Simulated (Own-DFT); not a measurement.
# Wall times of self-consistent runs

Wall times of single-point runs (energy, forces and, in most, stress) with one build of Own-DFT, an in-house plane-wave density functional program, since retired. Each ran alone on one NVIDIA H200 card, with norm-conserving files, no spin and no use of crystal symmetry. The k points are those left after time reversal, where it was used. Plane waves for each k point are estimated as V (2 E)^(3/2) / (6 π²) in atomic units.

| cell | atoms | valence electrons | cutoff (hartree) | volume (Å³) | k mesh | k points | plane waves | time (s) |
|---|---|---|---|---|---|---|---|---|
| Ga4P4 | 8 | 72 | 42 | 162 | 5x5x5 | 63 | 14200 | 96 |
| In32P32 | 64 | 576 | 36 | 1647 | 3x3x3 | 14 | 114700 | 1149 |
| Ga33P31 | 64 | 584 | 42 | 1295 | 3x3x3 | 14 | 113600 | 1117 |
| Ga24In8P32 | 64 | 576 | 42 | 1393 | 3x3x3 | 14 | 122200 | 1215 |
| GaIn31P32 | 64 | 576 | 42 | 1617 | 3x3x3 | 14 | 141900 | 1429 |
| In48P46 | 94 | 854 | 36 | 2426 | 2x3x3 | 10 | 168900 | 2225 |
| Ga48P46 | 94 | 854 | 42 | 1943 | 2x3x3 | 10 | 170500 | 2098 |
| Ga47P49 | 96 | 856 | 42 | 1943 | 2x3x3 | 10 | 170500 | 2151 |
| Ga49P47 | 96 | 872 | 42 | 1943 | 2x3x3 | 10 | 170500 | 2253 |
| As32Ga8In24 | 64 | 896 | 42 | 1668 | 3x3x3 | 14 | 146400 | 2031 |
| AsGa32P31 | 64 | 586 | 42 | 1295 | 3x3x3 | 14 | 113600 | ? |

## Worked fit

Take the size N = k points x plane waves x valence electrons. A line through log(time) against log(N) has a slope of 0.97 ± 0.04 and a scatter of a factor 1.13. Part of the scatter may come from the number of self-consistent steps, which isn't shown. Times belong to this build alone.

## Withheld run

Question: how long should the last run take? Its N is 9.32e+08.

The line gives about 1250 s. It took 1146 s.
